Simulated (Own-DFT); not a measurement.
# Which defects push the lattice out? C40 NbSi2

No measurement is shown. These are fixed-geometry runs of a retired plane-wave code named Own-DFT, which no person has reviewed; spin and spin-orbit coupling are neglected.

Method: PBE; PseudoDojo norm-conserving scalar-relativistic files; cutoff 42 hartree; 4 x 4 x 5 k mesh centred on Gamma; cold (Marzari-Vanderbilt) smearing of 0.2 eV.

Caveats: forces on such cells failed a check on a denser k mesh; stress not checked against mesh or cutoff.

All runs share one cell, with vectors in Å (0.000, 8.324, 0.000); (-9.613, 0.000, 0.000); (0.000, 0.000, 6.586) and a volume of 527.0 Å³. Atoms were moved at random from their sites; u is the rms move along one axis. The defect's site can differ from row to row.

| cell | formula | u (Å) | P (GPa) |
|---|---|---|---|
| no defect | Nb12Si24 | 0.0194 | 1.47 |
| no defect | Nb12Si24 | 0.0531 | 2.72 |
| no defect | Nb12Si24 | 0.0577 | 3.12 |
| two Nb vacancies | Nb10Si24 | 0.0317 | -0.14 |
| two Nb vacancies | Nb10Si24 | 0.0318 | 0.02 |
| two Nb vacancies | Nb10Si24 | 0.0454 | 0.47 |
| one Si vacancy | Nb12Si23 | 0.0296 | 1.00 |
| one Si vacancy | Nb12Si23 | 0.0332 | ? |
| one Si vacancy | Nb12Si23 | 0.0457 | 1.49 |
| one Si vacancy | Nb12Si23 | 0.0567 | 2.10 |
| two Nb on a Si site each | Nb14Si22 | 0.0272 | 7.37 |
| two Nb on a Si site each | Nb14Si22 | 0.0423 | 8.02 |
| two Nb on a Si site each | Nb14Si22 | 0.0440 | 8.22 |
| two Si on a Nb site each | Nb10Si26 | 0.0318 | 1.69 |
| two Si on a Nb site each | Nb10Si26 | 0.0320 | 1.88 |
| two Si on a Nb site each | Nb10Si26 | 0.0493 | 2.72 |

## Working it out

P = P0 + c u² + a shift for each defect gives P0 = 1.25 GPa, c = 546 ± 32 GPa/Å² and a scatter of 0.10 GPa. The shifts, and each times the cell's volume:

- two Nb on a Si site each: 5.81 ± 0.09 GPa, 19.1 eV (9.6 eV for each of its 2 sites)
- two Si on a Nb site each: 0.03 ± 0.09 GPa, 0.1 eV (0.1 eV for each of its 2 sites) (not resolved)
- one Si vacancy: -0.84 ± 0.09 GPa, -2.8 eV
- two Nb vacancies: -1.88 ± 0.09 GPa, -6.2 eV (-3.1 eV for each of its 2 sites)

Positive is outwards. The product with the volume (160.2 GPa Å³ to the eV) is nearly free of the cell's size; divided by the bulk modulus at the cell's pressure it gives the volume that the defect adds. The atoms around the defects weren't relaxed, which would change these numbers.

## Check

Question: what pressure belongs in the blank (one Si vacancy, u = 0.0332 Å)?

From the fit: 1.01 ± 0.12 GPa. The calculation gave 1.03 GPa.
